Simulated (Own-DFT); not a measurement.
# One host, several defects: wurtzite GaN

Source: density functional calculations with Own-DFT, an unreviewed in-house program that is no longer used. Nothing was measured or relaxed, and spin and spin-orbit coupling are left out.

Common settings: PBE; PseudoDojo norm-conserving scalar-relativistic files; cutoff 42 hartree; 4 x 4 x 3 k mesh centred on Gamma; Fermi-Dirac smearing of 0.1 eV.

Known weak points (not all hold for every row): some atoms lie very close together; not probed for a lower state with spin; forces not confirmed at this smearing and k mesh; stress not checked against mesh or cutoff.

All runs share one cell, with vectors in Å (9.567, 0.000, 0.000); (-4.784, 8.285, 0.000); (0.000, 0.000, 10.370) and a volume of 822.0 Å³. The atoms are randomly displaced, by u rms on each axis. The defect's site can differ from row to row.

```
               cell  formula   u (Å)  P (GPa)
          no defect  Ga36N36  0.0191     5.90
          no defect  Ga36N36  0.0480     7.20
          no defect  Ga36N36  0.0517     7.62
one Ga on an N site  Ga37N35  0.0313    12.32
one Ga on an N site  Ga37N35  0.0318        ?
one Ga on an N site  Ga37N35  0.0503    13.27
one Ga on an N site  Ga37N35  0.0514    12.76
 one N on a Ga site  Ga35N37  0.0316     5.59
 one N on a Ga site  Ga35N37  0.0483     6.64
 one N on a Ga site  Ga35N37  0.0511     6.78
```

## Fit

P = P0 + c u² + a shift for each defect gives P0 = 5.76 GPa, c = 645 ± 96 GPa/Å² and a scatter of 0.24 GPa. The shifts, and each times the cell's volume:

- one Ga on an N site: 5.70 ± 0.20 GPa, 29.3 eV
- one N on a Ga site: -0.70 ± 0.20 GPa, -3.6 eV

A positive shift means that the defect pushes the cell outwards. Shift times volume (160.2 GPa Å³ is 1 eV) depends little on the cell's size, so, taken for each site, it can be compared between cells at like pressure. The atoms around the defects weren't relaxed, which would change these numbers.

## Test on the hidden row

Q: what pressure belongs in the blank (one Ga on an N site, u = 0.0318 Å)?

Estimate: 12.11 ± 0.30 GPa. DFT gave 12.20 GPa.
